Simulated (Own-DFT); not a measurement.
Simulation results for Si₃N₄ (beta silicon nitride, atoms displaced)

All values are calculated (Own-DFT development build). A calculation, not a measurement: plane-wave PBE density functional theory by an unreviewed code, no spin, of a simulated periodic cell, stress positive in tension, free energy of the whole cell less one offset for each atom, some atoms lie very close together; forces on such cells passed a denser k mesh, this cell's mesh not checked; offsets are fitted by least squares, one for each functional and potential file, so energies compare only between cells with the same atoms and settings and are not formation energies; the far tail of each file's local potential was reset to the Coulomb form; each entry is a single point on an unrelaxed cell, so the pressure reflects the starting lattice, mostly measured values (interpolated for alloys), from which strain is counted, and rises with the displacements; printed positions are rounded, which can move forces by about a meV/angstrom; the program, named Own-DFT, is a retired in-house code; no spin-orbit coupling; before rounding, a Quantum ESPRESSO 7.3.1 run of the same cell and cutoff gave forces within 1 meV/angstrom rms on each cell, which checks the program and not the settings.

Common to all runs: functional PBE; potential files PseudoDojo norm-conserving, scalar-relativistic, standard set; wave cutoff 42 hartree; occupations Fermi-Dirac; smearing width 0.1 eV; k mesh 3 x 3 x 3 centred on Gamma.

(1) Si₃N₄ (beta silicon nitride, atoms displaced)

```xyz
42
Lattice="7.6060 0.0000 0.0000 -3.8030 6.5870 0.0000 0.0000 0.0000 8.7270" Properties=species:S:1:pos:R:3 Si3N4
Si    -1.6244     5.1243     0.6400
Si     0.2815     2.8517     0.6566
Si     1.4768     5.2209     0.6302
Si     5.4465     1.7088     2.5763
Si     3.5812     3.8741     2.1711
Si     2.2565     0.9442     2.3019
N      2.4670     0.0090     0.7186
N      6.2927     2.0846     0.4810
N      3.0558     4.2565     0.4194
N      1.1914     6.2527     2.4016
N     -2.3047     4.4966     2.1460
N      0.9787     2.1871     2.3283
N     -0.0963     4.2899     1.0644
N      3.9037     2.0554     2.2487
Si    -1.6384     4.9379     3.6541
Si     0.1144     2.7134     3.7295
Si     1.7361     5.3116     3.6528
Si     5.5037     1.4852     4.9944
Si     3.5458     3.9233     4.9877
Si     2.5603     1.1664     5.3031
N      2.4440     0.3159     3.7164
N      6.2518     2.0615     3.6393
N      3.0291     4.2700     3.7450
N      1.5000     6.0456     5.1734
N     -2.2569     4.5865     5.1165
N      0.7549     2.1998     4.9710
N      0.4532     4.4948     3.2567
N      3.9151     2.1939     5.3608
Si    -1.4472     5.1630     6.4529
Si    -0.0060     2.5881     6.7699
Si     1.3932     5.4041     6.4391
Si     5.3151     1.7811     7.9729
Si     3.4400     3.9837     8.0054
Si     2.4875     1.2988     8.1356
N      2.4116     0.3715     6.4180
N      6.1966     1.9698     6.3802
N      2.7896     4.4207     6.4526
N      1.4132     6.4148     7.6974
N     -2.3805     4.7100     7.8467
N      0.9758     2.1191     8.0957
N      0.2045     4.3658     6.4565
N      3.9010     2.0725     8.0172
```

- free energy of cell above offsets: 36.793 eV
- pressure: 33.8 GPa
- stress xx: -25.82 GPa
- stress yy: -18.91 GPa
- stress zz: -56.66 GPa
- stress yz: 2.8 GPa
- stress xz: -4.71 GPa
- stress xy: -1.84 GPa

Force:
| element | x (eV/Å) | y (eV/Å) | z (eV/Å) |
| --- | --- | --- | --- |
| Si | -0.447 | -9.261 | -0.695 |
| Si | -2.779 | -7.791 | 4.258 |
| Si | -2.784 | 4.848 | 0.763 |
| Si | -10.69 | -8.968 | -21.31 |
| Si | 3.249 | -3.55 | -1.372 |
| Si | 1.308 | 4.33 | -3.911 |
| N | 0.485 | 11.96 | 0.953 |
| N | 1.661 | 0.65 | 4.034 |
| N | -17.43 | 11.15 | 45.17 |
| N | 4.704 | 4.856 | -4.6 |
| N | -3.4 | 0.089 | 0.117 |
| N | 1.483 | -1.735 | -4.488 |
| N | 1.916 | 6.73 | -3.482 |
| N | -4.833 | 3.354 | -0.655 |
| Si | 5.413 | 4.462 | -2.076 |
| Si | 4.351 | 6.17 | -6.828 |
| Si | -1.999 | 2.847 | 1.915 |
| Si | -3.725 | -3.105 | 3.845 |
| Si | 9.761 | -6.363 | 19.47 |
| Si | -1.161 | 11.65 | -18.93 |
| N | -0.19 | -5.235 | 4.532 |
| N | 7.317 | 4.208 | 12.8 |
| N | -5.689 | 4.662 | -17.08 |
| N | 2.146 | 12.45 | -15.49 |
| N | -3.051 | -1.522 | -0.823 |
| N | 6.555 | -4.249 | 11.31 |
| N | -9.552 | -7.142 | 3.576 |
| N | 0.193 | 0.884 | -2.815 |
| Si | 0.682 | 0.11 | 2.088 |
| Si | 5.603 | 2.774 | -5.445 |
| Si | 2.164 | -4.884 | 11.31 |
| Si | 11.23 | -6.847 | -2.422 |
| Si | 18.74 | -10.47 | -44.32 |
| Si | -1.42 | -4.873 | -1.568 |
| N | -2.142 | -12.64 | 18.38 |
| N | -1.995 | -0.377 | 3.935 |
| N | 1.668 | -1.805 | 1.311 |
| N | 0.3 | 0.931 | 6.75 |
| N | -0.821 | -0.893 | 1 |
| N | 3.04 | -0.472 | -1.855 |
| N | -7.389 | -3.48 | 1.852 |
| N | -12.47 | 6.554 | 0.813 |

(2) Si₃N₄ (beta silicon nitride, atoms displaced)

```xyz
42
Lattice="7.6060 0.0000 0.0000 -3.8030 6.5870 0.0000 0.0000 0.0000 8.7270" Properties=species:S:1:pos:R:3 Si3N4
Si    -1.9364     5.0986     0.5752
Si    -0.0212     2.5223     0.8437
Si     1.4225     5.6012     0.6942
Si     5.4478     1.6863     2.2718
Si     3.5842     3.7462     2.2002
Si     2.3159     1.0920     2.1577
N      2.3559     0.2110     0.8051
N      6.0199     2.0170     0.7443
N      2.9398     4.3907     0.4065
N      1.0870     6.1515     2.5328
N     -2.6044     4.5146     1.8770
N      0.7152     2.1149     2.1287
N     -0.3565     4.4045     0.6646
N      3.8899     2.0080     2.2586
Si    -1.6797     4.9212     3.7594
Si     0.2300     2.7948     3.6078
Si     1.4085     5.7364     3.6500
Si     5.2693     1.3752     5.4382
Si     3.6300     3.7121     5.1629
Si     2.3474     1.2537     5.1339
N      2.3817     0.1181     3.7166
N      6.3853     2.0592     3.5204
N      2.7668     4.5090     3.4690
N      1.3370     6.2830     4.9643
N     -2.4216     4.3582     4.8842
N      0.8738     2.1308     5.3301
N      0.0769     4.3181     3.5953
N      3.8010     2.2694     5.0570
Si    -1.6479     5.1271     6.3938
Si     0.2330     2.7662     6.6720
Si     1.3159     5.5999     6.3851
Si     5.4776     1.8464     7.7741
Si     3.6313     3.9754     7.9373
Si     2.2331     1.2870     8.1887
N      2.5031     0.2317     6.4853
N      6.3337     1.9052     6.5503
N      2.9157     4.3307     6.5241
N      1.5000     6.4277     7.8444
N     -2.2670     4.4762     7.7945
N      0.8864     2.0058     7.9310
N     -0.2402     4.6941     6.4638
N      3.6874     2.1238     8.0151
```

- free energy of cell above offsets: 31.226 eV
- pressure: 29.43 GPa
- stress xx: -23.33 GPa
- stress yy: -15.52 GPa
- stress zz: -49.45 GPa
- stress yz: 5.71 GPa
- stress xz: 1.65 GPa
- stress xy: 2.19 GPa

Force:
| element | x (eV/Å) | y (eV/Å) | z (eV/Å) |
| --- | --- | --- | --- |
| Si | 5.968 | 1.125 | -0.022 |
| Si | -0.93 | 6.992 | -6.659 |
| Si | -2.543 | -3.314 | 0.329 |
| Si | 0.018 | -3.385 | -0.403 |
| Si | -1.709 | 1.214 | -1.911 |
| Si | 0.679 | 0.434 | 4.659 |
| N | -1.565 | -1.123 | -3.447 |
| N | 0.227 | -1.566 | -2.783 |
| N | -9.162 | 5.159 | 14.32 |
| N | -7.801 | 19.21 | -46.14 |
| N | 0.201 | -0.122 | 6.386 |
| N | 8.496 | -3.623 | 3.915 |
| N | 5.805 | -1.723 | 0.081 |
| N | -7.129 | 2.535 | 0.034 |
| Si | 8.406 | 4.55 | -12.28 |
| Si | 1.227 | -3.992 | 2.916 |
| Si | 10.96 | -26.36 | 23.88 |
| Si | -0.555 | 1.754 | -7.405 |
| Si | -2.589 | 13.5 | -3.208 |
| Si | -0.849 | -2.449 | -0.245 |
| N | -1.372 | 1.831 | -0.678 |
| N | -3.694 | -2.286 | 3.971 |
| N | 0.55 | -1.592 | 3.28 |
| N | 0.727 | 10.19 | 12.06 |
| N | -4.922 | -2.238 | 10.75 |
| N | 2.779 | 0.047 | -5.891 |
| N | -2.464 | 7.171 | 1.681 |
| N | 1.431 | -13.91 | -0.009 |
| Si | -7.423 | 3.707 | -1.267 |
| Si | -1.574 | 4.532 | -2.299 |
| Si | -0.659 | -6.577 | 6.204 |
| Si | -8.997 | -4.007 | 12.95 |
| Si | 5.603 | -5.679 | -8.309 |
| Si | 6.654 | -4.9 | -2.912 |
| N | -1.636 | 1.167 | 1.732 |
| N | 3.518 | 1.712 | -5.431 |
| N | -4.312 | 2.925 | -2.774 |
| N | 0.388 | 2.263 | 1.116 |
| N | -4.95 | -1.306 | -0.243 |
| N | -4.366 | 2.551 | 4.676 |
| N | 14.44 | -7.363 | 0.358 |
| N | 3.119 | 2.949 | -0.993 |

(3) Si₃N₄ (beta silicon nitride, atoms displaced)

```xyz
42
Lattice="7.6060 0.0000 0.0000 -3.8030 6.5870 0.0000 0.0000 0.0000 8.7270" Properties=species:S:1:pos:R:3 Si3N4
Si    -1.5878     5.1038     0.6389
Si    -0.0973     2.6892     0.9962
Si     1.3364     5.5618     0.8198
Si     5.2736     1.2260     2.2462
Si     3.4941     4.0332     1.9918
Si     2.3730     1.0323     2.4541
N      2.5304     0.1769     0.5866
N      6.3292     2.0923     0.6690
N      3.1539     4.1563     0.8115
N      1.3892     6.5646     2.0791
N     -2.2636     4.4513     1.9290
N      1.0492     2.3388     2.0304
N      0.1012     4.2327     0.7934
N      3.6593     2.4700     1.9001
Si    -1.6096     5.0891     3.4998
Si     0.0611     2.6569     3.7511
Si     1.3905     5.1867     3.3944
Si     5.2512     1.3038     5.0102
Si     3.4289     3.9467     5.1988
Si     2.5546     1.1609     5.3963
N     -1.3559     6.5499     3.7998
N     -1.0937     1.9723     3.5877
N      2.7693     4.2492     3.2515
N      5.1157     0.0277     5.0736
N     -2.5481     4.4151     5.2822
N      0.8203     2.3843     4.9861
N     -0.0074     4.7071     3.4596
N      3.6609     2.2496     5.3259
Si    -1.7166     4.9509     6.6239
Si     0.1373     2.5975     6.5125
Si     1.4195     5.3798     6.6096
Si     5.2638     1.4317     8.2771
Si     3.7791     4.0092     8.1102
Si     2.3922     0.8209     8.0560
N      2.2959     0.1532     6.6744
N      6.2018     2.0016     6.6891
N      2.6349     4.7123     6.5428
N      1.7064     6.3306     7.8428
N     -2.1568     4.7270     8.1173
N      0.6960     2.2489     7.8232
N     -0.1053     4.2925     6.7412
N      3.8332     2.1181     7.8741
```

- free energy of cell above offsets: 59.435 eV
- pressure: 51.19 GPa
- stress xx: -38.89 GPa
- stress yy: -58.5 GPa
- stress zz: -56.18 GPa
- stress yz: -3.43 GPa
- stress xz: -12.87 GPa
- stress xy: -8.73 GPa

Force:
| element | x (eV/Å) | y (eV/Å) | z (eV/Å) |
| --- | --- | --- | --- |
| Si | 9.764 | 2.453 | 11.2 |
| Si | 18.41 | 4.852 | -1.792 |
| Si | -1.106 | -6.116 | -7.261 |
| Si | 3.615 | 45.59 | 4.743 |
| Si | 19.85 | -4.483 | 33.3 |
| Si | -0.514 | 5.669 | -4.801 |
| N | 1.423 | -6.417 | 16.28 |
| N | -21.35 | -12.03 | -1.486 |
| N | -17.46 | 10.68 | -41.3 |
| N | -1.701 | -38.21 | -2.333 |
| N | -2.934 | 1.125 | 7.187 |
| N | 3.067 | -4.049 | 6.845 |
| N | 0.744 | 10.31 | -0.45 |
| N | 3.381 | -14.47 | 3.906 |
| Si | -2.812 | -9.176 | -0.491 |
| Si | 15.96 | 13.01 | -7.663 |
| Si | 5.884 | 4.888 | 2.354 |
| Si | 6.986 | 37.04 | 2.747 |
| Si | 0.841 | -0.62 | -1.286 |
| Si | -6.09 | -2.502 | -3.221 |
| N | -0.644 | 11.95 | 1.781 |
| N | -25.15 | -13.56 | -3.293 |
| N | -5.463 | 4.525 | 13.5 |
| N | -3.24 | -37.1 | 0.4 |
| N | 0.189 | 1.634 | -3.872 |
| N | 8.992 | -3.302 | 8.207 |
| N | -5.674 | -7.627 | 1.55 |
| N | 3.261 | 2.181 | -2.596 |
| Si | 5.381 | 0.423 | -4.57 |
| Si | -4.776 | 2.7 | -5.478 |
| Si | -19.77 | 6.35 | -3.101 |
| Si | 4.607 | 1.942 | -6.549 |
| Si | 0.129 | -3.596 | -4.886 |
| Si | -2.738 | 16.79 | -7.668 |
| N | -0.283 | -4.403 | -5.921 |
| N | -4.336 | -2.009 | -2.878 |
| N | 19.36 | -12.27 | -1.6 |
| N | -1.7 | 3.227 | 9.655 |
| N | -12.19 | -5.922 | -9.615 |
| N | 9.453 | -5.765 | 11.94 |
| N | 1.722 | 4.749 | -2.595 |
| N | -3.076 | 1.554 | 1.109 |

(4) Si₃N₄ (beta silicon nitride, atoms displaced)

```xyz
42
Lattice="7.6060 0.0000 0.0000 -3.8030 6.5870 0.0000 0.0000 0.0000 8.7270" Properties=species:S:1:pos:R:3 Si3N4
Si    -1.6805     5.2063     0.5132
Si     0.2963     2.5454     0.7153
Si     1.3225     5.3452     0.6068
Si     5.3733     1.5558     2.2211
Si     3.4976     3.8611     2.1587
Si     2.2504     1.5717     2.1938
N      2.4568     0.1575     0.9120
N      6.3000     1.8838     0.7475
N      2.8451     4.0818     0.7617
N      5.0551     0.0330     1.9988
N     -2.1867     4.8234     2.0764
N      1.0024     2.2335     2.2871
N      0.0025     4.5494     0.8173
N      3.8545     2.0874     2.4744
Si    -1.3631     5.2009     3.7769
Si    -0.0508     2.5825     3.6184
Si     1.3004     5.1684     3.5902
Si     5.2908     1.2822     4.8193
Si     3.4967     3.9815     5.1270
Si     2.5286     1.1837     5.1969
N      2.3387     0.3752     3.7405
N      6.2536     1.7485     3.5540
N      2.6132     4.4756     3.5052
N      5.3441     0.0328     5.0811
N     -2.2886     4.2165     5.2942
N      0.9711     2.0650     5.0776
N      0.3716     4.3111     3.6510
N      3.6914     2.1784     4.9707
Si    -1.5878     4.9022     6.6070
Si     0.3449     2.8519     6.4305
Si     1.6441     5.5642     6.3968
Si     5.5604     1.7456     8.0474
Si     3.6470     4.0574     7.7941
Si     2.4548     0.9210     7.9187
N      2.5945     0.1468     6.5310
N      6.2529     1.9768     6.7683
N      2.7126     4.4575     6.5815
N      1.5917     6.4810     8.0486
N     -2.5497     4.5245     8.0182
N      1.1670     2.2347     8.1593
N     -0.0738     4.1672     6.5257
N      3.8577     2.3141     8.0136
```

- free energy of cell above offsets: 36.200 eV
- pressure: 32.43 GPa
- stress xx: -39.02 GPa
- stress yy: -41.36 GPa
- stress zz: -16.92 GPa
- stress yz: 0.13 GPa
- stress xz: 3.82 GPa
- stress xy: -5.86 GPa

Force:
| element | x (eV/Å) | y (eV/Å) | z (eV/Å) |
| --- | --- | --- | --- |
| Si | 3.201 | -2.086 | 6.585 |
| Si | -3.811 | 3.82 | 1.696 |
| Si | 5.164 | 5.239 | 1.816 |
| Si | 0.313 | 0.508 | -5.887 |
| Si | 6.409 | 0.358 | 3.219 |
| Si | 15.38 | -13.85 | -0.233 |
| N | -0.619 | 5.899 | -3.808 |
| N | 2.216 | 2.268 | 4.012 |
| N | -4.209 | 4.322 | -5.448 |
| N | 0.316 | -9.867 | 1.246 |
| N | -3.861 | -3.552 | 5.17 |
| N | -13.35 | 6.801 | -0.169 |
| N | -4.239 | -6.252 | -1.826 |
| N | -3.332 | 5.542 | -1.406 |
| Si | -3.006 | 0.247 | -4.187 |
| Si | 8.271 | 2.105 | 2.315 |
| Si | 20.01 | 32.98 | -4.639 |
| Si | -2.336 | 36.5 | -1.411 |
| Si | 2.706 | -3.544 | -3.523 |
| Si | -6.169 | -1.995 | -1.543 |
| N | 0.268 | -3.619 | -0.655 |
| N | -1.197 | 0.552 | 1.723 |
| N | 11.84 | -4.387 | 2.896 |
| N | 0.651 | -38.18 | 6.179 |
| N | -2.391 | 2.308 | -4.869 |
| N | -0.032 | 1.011 | -0.117 |
| N | -33.05 | -23.88 | 3.309 |
| N | 5.557 | 4.973 | 0.902 |
| Si | 1.915 | 1.201 | 0.327 |
| Si | 2.038 | -21.1 | 2.945 |
| Si | -7.163 | 6.167 | 4.93 |
| Si | -8.115 | -4.09 | 4.385 |
| Si | -6.498 | -8.768 | 7.754 |
| Si | 1.657 | 7.456 | 7.262 |
| N | -1.079 | -4.44 | -1.504 |
| N | 6.82 | 2.646 | -11.76 |
| N | 2.099 | -2.275 | -4.65 |
| N | -0.352 | -2.821 | -3.131 |
| N | 8.721 | 4.931 | -1.377 |
| N | 2.081 | -2.21 | -6.006 |
| N | -2.455 | 21.25 | 0.738 |
| N | -0.362 | -2.163 | -1.255 |

(5) Si₃N₄ (beta silicon nitride, atoms displaced)

```xyz
42
Lattice="7.6060 0.0000 0.0000 -3.8030 6.5870 0.0000 0.0000 0.0000 8.7270" Properties=species:S:1:pos:R:3 Si3N4
Si    -1.5896     5.1483     0.7193
Si     0.2899     2.6752     0.6079
Si     1.4261     5.5703     0.5434
Si     5.3865     1.4690     1.9306
Si     3.9231     4.0079     2.3023
Si     2.2879     0.7840     2.2721
N      2.1530     0.3352     0.3448
N      6.1110     1.9792     0.8549
N      2.7214     4.5847     0.7895
N      1.4934     6.3530     2.1290
N     -2.5082     4.5516     2.1602
N      1.0008     2.2652     2.0982
N     -0.1347     4.2537     0.6373
N      3.9052     2.1155     2.1839
Si    -1.3875     4.7691     3.6981
Si     0.3477     2.6204     3.5470
Si     1.2837     5.3878     3.3997
Si     5.3794     1.3148     4.9090
Si     3.6652     3.8995     5.2187
Si     2.5603     1.1211     4.8994
N      2.4861     0.3451     3.6085
N      6.2691     2.2125     3.5962
N      2.8889     4.6749     3.7185
N      1.6314     6.3688     5.1857
N     -2.3349     4.6137     5.3238
N      1.1124     1.9639     5.2212
N     -0.1897     4.0511     3.9978
N      3.6601     1.9950     5.2058
Si    -1.5669     5.2548     6.6489
Si    -0.0568     2.8770     6.4751
Si     1.1506     5.6335     6.5646
Si     5.5177     1.7344     7.9936
Si     3.6662     3.6944     8.1879
Si     2.4578     1.1178     7.8869
N     -1.5946     6.5808     6.5854
N      6.2954     1.7908     6.4192
N      2.4880     4.5216     6.5399
N      1.2780     6.4644     8.0593
N     -2.4690     4.5903     7.6521
N      0.7611     2.2319     8.1881
N     -0.3214     4.4597     6.5431
N      3.7114     2.2666     8.0329
```

* free energy of cell above offsets: 42.962 eV
* pressure: 36.52 GPa
* stress xx: -30.94 GPa
* stress yy: -43.01 GPa
* stress zz: -35.61 GPa
* stress yz: 3.59 GPa
* stress xz: 8.77 GPa
* stress xy: -3.78 GPa

Force:
| element | x (eV/Å) | y (eV/Å) | z (eV/Å) |
| --- | --- | --- | --- |
| Si | -1.078 | -1.55 | -3.761 |
| Si | -10.55 | 7.15 | 24.16 |
| Si | -0.332 | -6.482 | 6.756 |
| Si | -7.15 | -4.199 | 16.95 |
| Si | -34.1 | -14.27 | 2.935 |
| Si | -0.876 | 12.1 | -16.93 |
| N | -1.381 | -10.7 | 16.56 |
| N | 10.61 | 6.427 | -15.8 |
| N | 5.033 | -3.651 | -0.183 |
| N | -1.605 | 1.01 | -2.437 |
| N | 31.4 | 15.48 | -3.138 |
| N | 2.814 | -3.115 | -0.007 |
| N | 0.52 | 6.574 | 1.458 |
| N | -3.859 | 1.507 | 0.336 |
| Si | -15.56 | 6.241 | 0.203 |
| Si | 0.334 | -5.532 | 3.818 |
| Si | 3.38 | -2.39 | 6.363 |
| Si | 1.07 | 8.021 | 0.198 |
| Si | -3.468 | 2.265 | 1.072 |
| Si | -12.04 | -2.832 | 7.893 |
| N | 1.159 | -13.24 | 5.623 |
| N | -3.516 | -4.472 | -0.641 |
| N | 1.311 | -2.845 | -1.409 |
| N | -2.756 | -3.664 | -4.628 |
| N | -3.092 | -1.807 | -7.458 |
| N | -3.117 | 2.898 | -2.726 |
| N | 14.38 | 2.183 | 0.351 |
| N | 13.71 | 9.761 | 1.734 |
| Si | -4.661 | -18.77 | -3.5 |
| Si | 5.95 | -4.824 | 0.311 |
| Si | 1.784 | -5.342 | 0.736 |
| Si | -1.883 | -2.424 | -1.347 |
| Si | -3.672 | 18.62 | -1.407 |
| Si | -1.174 | 7.378 | -9.879 |
| N | 2.552 | 30.67 | -2.006 |
| N | -2.604 | 0.607 | 1.62 |
| N | 3.316 | -3.2 | 0.957 |
| N | -1.134 | 6.3 | -5.966 |
| N | -6.714 | -5.678 | 12.9 |
| N | 11.98 | -9.619 | -27.94 |
| N | 12.61 | -0.994 | 0.04 |
| N | 2.401 | -13.58 | -1.812 |
